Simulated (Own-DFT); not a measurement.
Simulation results for Si₃Ge (diamond-structure random alloy, atoms displaced)

A calculation, not a measurement: plane-wave PBE density functional theory by an unreviewed code, no spin, of a simulated periodic cell, stress positive in tension, free energy of the whole cell less one offset for each atom, forces on such cells passed a denser k mesh, this cell's mesh not checked; offsets are fitted by least squares, one for each functional and potential file, so energies compare only between cells with the same atoms and settings and are not formation energies; the far tail of each file's local potential was reset to the Coulomb form; each entry is a single point on an unrelaxed cell, so the pressure reflects the starting lattice, mostly measured values, from which strain is counted, and rises with the displacements; printed positions are rounded, which can move forces by about a meV/angstrom; the program is a retired in-house code; no spin-orbit coupling. Program: Own-DFT development build.

Settings shared by all entries: functional PBE; potential files PseudoDojo norm-conserving, scalar-relativistic, standard set; wave cutoff 42 hartree; occupations Fermi-Dirac; smearing width 0.1 eV; k mesh 5 x 5 x 5 centred on Gamma.

(1) Si₃Ge (diamond-structure random alloy, atoms displaced)

```
Si3Ge
1.0
      0.0000     5.4878     5.4878
      5.4878     0.0000     5.4878
      5.4878     5.4878     0.0000
Si Ge Si Ge Si Ge Si
2 1 3 1 5 2 2
Direct
  0.99429 0.00600 0.00482
  0.50366 0.00087 0.00089
  0.99804 0.49469 0.01484
  0.99539 0.01110 0.50856
  0.13003 0.12943 0.12076
  0.60727 0.12308 0.14765
  0.12164 0.60424 0.12536
  0.10974 0.12629 0.64575
  0.51115 0.48677 0.50587
  0.97130 0.50723 0.51090
  0.49245 0.01338 0.50283
  0.51627 0.49360 0.99216
  0.62123 0.62225 0.64858
  0.11161 0.61495 0.64445
  0.61990 0.13583 0.62329
  0.61416 0.64210 0.13856
```

| Item | Value |
| --- | --- |
| free energy of cell above offsets | 0.061 eV |
| pressure | 3.55 GPa |
| stress xx | -3.43 GPa |
| stress yy | -3.7 GPa |
| stress zz | -3.54 GPa |
| stress yz | 0.91 GPa |
| stress xz | 0.11 GPa |
| stress xy | -1.88 GPa |

Force:
```tsv
element	x (eV/Å)	y (eV/Å)	z (eV/Å)
Si	0.282	0.692	-1.254
Si	0.641	-0.645	0.396
Ge	-0.861	-2.127	-2.035
Si	-1.033	-0.16	-0.403
Si	-0.08	0.838	-1.233
Si	-1.256	-0.305	1.451
Ge	2.622	2.132	2.957
Si	-0.234	-0.581	1.044
Si	1.802	-1.231	0.29
Si	-1.694	1.69	1.309
Si	0.755	0.524	-1.273
Si	2.732	1.712	-1.826
Ge	-0.578	-3.074	0.498
Ge	-0.726	-0.788	1.542
Si	-0.853	1.189	-0.49
Si	-1.52	0.137	-0.975
```

(2) Si₃Ge (diamond-structure random alloy, atoms displaced)

```
Si3Ge
1.0
      0.0000     5.4878     5.4878
      5.4878     0.0000     5.4878
      5.4878     5.4878     0.0000
Si Ge Si Ge Si Ge Si Ge
2 1 1 1 4 1 5 1
Direct
  0.01871 0.96863 0.99819
  0.49414 0.99602 0.01041
  0.00950 0.51635 0.00041
  0.99125 0.00432 0.50785
  0.12684 0.10679 0.13372
  0.61566 0.12134 0.13076
  0.13521 0.62025 0.10884
  0.12563 0.11559 0.63753
  0.50249 0.50285 0.51069
  0.00900 0.49942 0.51204
  0.50666 0.98490 0.50619
  0.51109 0.48658 0.01450
  0.62972 0.62242 0.62329
  0.12743 0.62526 0.63674
  0.63817 0.12680 0.60001
  0.61516 0.63620 0.11495
```

| Item | Value |
| --- | --- |
| free energy of cell above offsets | -0.112 eV |
| pressure | 3.45 GPa |
| stress xx | -3.34 GPa |
| stress yy | -3.36 GPa |
| stress zz | -3.65 GPa |
| stress yz | -1.57 GPa |
| stress xz | -2.82 GPa |
| stress xy | -0.72 GPa |

Force:
```tsv
element	x (eV/Å)	y (eV/Å)	z (eV/Å)
Si	2.208	-1.278	0.205
Si	-0.544	-1.236	1.598
Ge	-1.858	-1.332	-3.19
Si	-0.736	1.178	0.416
Ge	0.499	-0.798	0.335
Si	-0.81	1.242	0.291
Si	1.47	3.631	0.759
Si	-0.532	-0.316	0.592
Si	-1.043	-0.894	-0.388
Ge	-0.979	-0.775	-0.205
Si	0.367	-0.939	0.178
Si	-1.185	-1.94	-0.436
Si	0.512	1.337	-0.295
Si	-0.076	-0.31	1.143
Si	1.96	0.221	-1.218
Ge	0.749	2.207	0.214
```

(3) Si₃Ge (diamond-structure random alloy, atoms displaced)

```
Si3Ge
1.0
      0.0000     5.4878     5.4878
      5.4878     0.0000     5.4878
      5.4878     5.4878     0.0000
Ge Si Ge Si Ge Si
1 3 1 3 2 6
Direct
  0.00727 0.00044 0.00561
  0.46733 0.02710 0.99111
  0.99722 0.50480 0.98636
  0.02609 0.98591 0.50607
  0.11182 0.14699 0.13190
  0.62526 0.11063 0.13566
  0.13861 0.63914 0.10679
  0.12215 0.11978 0.62698
  0.49144 0.48293 0.50856
  0.98950 0.52086 0.48879
  0.50287 0.99460 0.49305
  0.51020 0.48932 0.01576
  0.62772 0.62612 0.62238
  0.11716 0.61763 0.63576
  0.61902 0.12891 0.62385
  0.62243 0.62062 0.10645
```

| Property | Result |
| --- | --- |
| free energy of cell above offsets | 0.147 eV |
| pressure | 3.62 GPa |
| stress xx | -3.82 GPa |
| stress yy | -3.25 GPa |
| stress zz | -3.79 GPa |
| stress yz | 0.03 GPa |
| stress xz | -0.8 GPa |
| stress xy | -0.06 GPa |

Force:
```tsv
element	x (eV/Å)	y (eV/Å)	z (eV/Å)
Ge	0.119	-1.148	-0.03
Si	-1.576	2.386	0.703
Si	2.358	0.361	0.395
Si	0.498	-1.542	-1.597
Ge	0.077	0.364	-1.094
Si	-0.602	-1.238	0.398
Si	-0.886	0.384	-1.338
Si	0.863	0.476	1.614
Ge	0.56	-0.862	2.071
Ge	-1.401	0.695	-0.149
Si	1.196	0.495	-0.49
Si	-2.363	-2.176	-1.424
Si	0.614	-0.291	-1.507
Si	-0.741	-0.677	0.993
Si	-1.775	1.333	-0.518
Si	3.059	1.438	1.975
```

(4) Si₃Ge (diamond-structure random alloy, atoms displaced)

```
Si3Ge
1.0
      0.0000     5.4878     5.4878
      5.4878     0.0000     5.4878
      5.4878     5.4878     0.0000
Si Ge Si Ge Si Ge Si
7 1 3 1 1 2 1
Direct
  0.01338 0.98260 0.00436
  0.50177 0.01713 0.00610
  0.00936 0.48964 0.00661
  0.98681 0.00971 0.49798
  0.13927 0.11066 0.12694
  0.61261 0.13249 0.13022
  0.11702 0.63771 0.14815
  0.13308 0.12080 0.63359
  0.48562 0.50924 0.50434
  0.00928 0.49622 0.52044
  0.48355 0.00331 0.51326
  0.50745 0.48819 0.99395
  0.62537 0.64489 0.61376
  0.15591 0.59579 0.62675
  0.61435 0.15608 0.60539
  0.61916 0.61890 0.13125
```

| Quantity | Value |
| --- | --- |
| free energy of cell above offsets | 0.728 eV |
| pressure | 3.96 GPa |
| stress xx | -3.52 GPa |
| stress yy | -3.86 GPa |
| stress zz | -4.49 GPa |
| stress yz | -0.87 GPa |
| stress xz | -0.15 GPa |
| stress xy | 2.14 GPa |

Force:
```tsv
element	x (eV/Å)	y (eV/Å)	z (eV/Å)
Si	2.134	-1.119	0.39
Si	-2.206	-0.531	-1.153
Si	1.022	0.318	-0.35
Si	-0.817	1.207	0.273
Si	0.777	-0.564	-0.074
Si	-0.514	2.454	0.118
Si	-2.416	0.713	-1.466
Ge	0.363	-1.826	-1.59
Si	-1.477	1.539	4.312
Si	-0.603	-1.831	-0.901
Si	-1.143	0.274	1.984
Ge	1.656	-1.116	0.794
Si	-0.91	0.873	-0.774
Ge	4.482	-2.234	-1.395
Ge	-0.391	1.834	-1.547
Si	0.044	0.009	1.38
```

(5) Si₃Ge (diamond-structure random alloy, atoms displaced)

```
Si3Ge
1.0
      0.0000     5.4878     5.4878
      5.4878     0.0000     5.4878
      5.4878     5.4878     0.0000
Ge Si Ge Si Ge
1 4 2 8 1
Direct
  0.99192 0.00006 0.99500
  0.51018 0.98951 0.00591
  0.01821 0.51023 0.97599
  0.00445 0.99931 0.50138
  0.13305 0.13125 0.11982
  0.62336 0.11368 0.13267
  0.11859 0.62916 0.11434
  0.13256 0.11434 0.64781
  0.51067 0.51389 0.49974
  0.00620 0.51141 0.49464
  0.48527 0.00927 0.47907
  0.52610 0.50471 0.98221
  0.62942 0.63525 0.59963
  0.13530 0.62610 0.60689
  0.59705 0.12710 0.63359
  0.62626 0.63468 0.10729
```

| Quantity | Value |
| --- | --- |
| free energy of cell above offsets | 0.549 eV |
| pressure | 3.62 GPa |
| stress xx | -4.17 GPa |
| stress yy | -2.84 GPa |
| stress zz | -3.84 GPa |
| stress yz | -0.22 GPa |
| stress xz | -0.79 GPa |
| stress xy | -2.31 GPa |

Force:
```tsv
element	x (eV/Å)	y (eV/Å)	z (eV/Å)
Ge	1.469	2.102	0.474
Si	0.423	-2.297	0.151
Si	-0.704	-0.57	-1.521
Si	0.742	-0.707	-0.142
Si	0.126	0.056	-0.447
Ge	0.052	-1.932	1.883
Ge	-0.382	2.085	0.88
Si	-0.925	-3.384	0.837
Si	-2.33	-1.571	-2.286
Si	-1.188	-0.264	-1.3
Si	1.491	2.664	-0.669
Si	-0.714	-1.816	-1.739
Si	1.737	2.111	1.263
Si	0.909	0.554	1.117
Si	-0.655	0.57	1.458
Ge	-0.051	2.402	0.042
```

(6) Si₃Ge (diamond-structure random alloy, atoms displaced)

```
Si3Ge
1.0
      0.0000     5.4878     5.4878
      5.4878     0.0000     5.4878
      5.4878     5.4878     0.0000
Si Ge Si Ge Si Ge Si Ge Si
1 1 5 1 1 1 2 1 3
Direct
  0.00190 0.99034 0.00630
  0.51849 0.98053 0.99248
  0.00322 0.50529 0.00034
  0.98506 0.00301 0.48480
  0.13294 0.10273 0.12261
  0.63546 0.10018 0.13735
  0.13058 0.60992 0.11782
  0.12715 0.14198 0.61933
  0.47711 0.51731 0.49071
  0.00002 0.50479 0.49185
  0.48319 0.02014 0.49777
  0.50330 0.49510 0.99789
  0.63805 0.60044 0.62140
  0.13161 0.60974 0.63868
  0.62562 0.12820 0.63199
  0.62008 0.64678 0.13217
```

| Property | Result |
| --- | --- |
| free energy of cell above offsets | 0.681 eV |
| pressure | 3.9 GPa |
| stress xx | -3.48 GPa |
| stress yy | -3.93 GPa |
| stress zz | -4.3 GPa |
| stress yz | 0.03 GPa |
| stress xz | 2.31 GPa |
| stress xy | 0.67 GPa |

Force:
```tsv
element	x (eV/Å)	y (eV/Å)	z (eV/Å)
Si	-0.941	-0.304	-0.165
Ge	2.919	-1.683	1.438
Si	-0.91	-0.127	-2.132
Si	0.16	2.081	0.42
Si	0.967	-0.399	1.111
Si	0.833	-1.044	0.863
Si	0.868	0.658	1.619
Ge	-0.774	-0.349	-2.665
Si	-0.96	2.186	0.338
Ge	0.184	0.305	1.434
Si	-1.209	2.337	0.204
Si	0.009	1.092	-0.067
Ge	2.15	-1.657	-0.211
Si	1.242	-2.348	-0.099
Si	-0.765	-2.144	0.343
Si	-3.772	1.396	-2.431
```

(7) Si₃Ge (diamond-structure random alloy, atoms displaced)

```
Si3Ge
1.0
      0.0000     5.4878     5.4878
      5.4878     0.0000     5.4878
      5.4878     5.4878     0.0000
Si Ge Si Ge Si Ge Si Ge Si
1 1 1 1 2 1 3 1 5
Direct
  0.98965 0.00016 0.00456
  0.48845 0.98943 0.01811
  0.99767 0.50565 0.99231
  0.99345 0.01754 0.50056
  0.12509 0.11989 0.13143
  0.63022 0.11967 0.12429
  0.09718 0.63818 0.12293
  0.11446 0.14792 0.63223
  0.50077 0.50993 0.49661
  0.99503 0.48927 0.50712
  0.51131 0.99349 0.50291
  0.49870 0.51327 0.96466
  0.63863 0.61256 0.62258
  0.12589 0.63761 0.61913
  0.62214 0.13100 0.62480
  0.63937 0.62957 0.11754
```

| Item | Value |
| --- | --- |
| free energy of cell above offsets | -0.273 eV |
| pressure | 3.31 GPa |
| stress xx | -3.59 GPa |
| stress yy | -3.16 GPa |
| stress zz | -3.19 GPa |
| stress yz | 0.51 GPa |
| stress xz | 0.47 GPa |
| stress xy | 1.14 GPa |

Force:
```tsv
element	x (eV/Å)	y (eV/Å)	z (eV/Å)
Si	0.592	-0.045	1.315
Ge	-0.36	-0.325	1.716
Si	-1.28	0.167	-0.324
Ge	0.143	0.544	-0.117
Si	0.386	-1.496	-0.168
Si	1.034	-1.202	0.252
Ge	-0.788	1.741	0.502
Si	-2.035	1.756	-1.223
Si	-0.742	-0.22	-0.387
Si	1.123	-0.451	2.587
Ge	0.289	-0.755	-0.309
Si	2.098	2.562	-1.686
Si	-0.239	-1.558	0.604
Si	-0.402	-0.163	-0.497
Si	0.962	0.119	-0.124
Si	-0.78	-0.674	-2.14
```
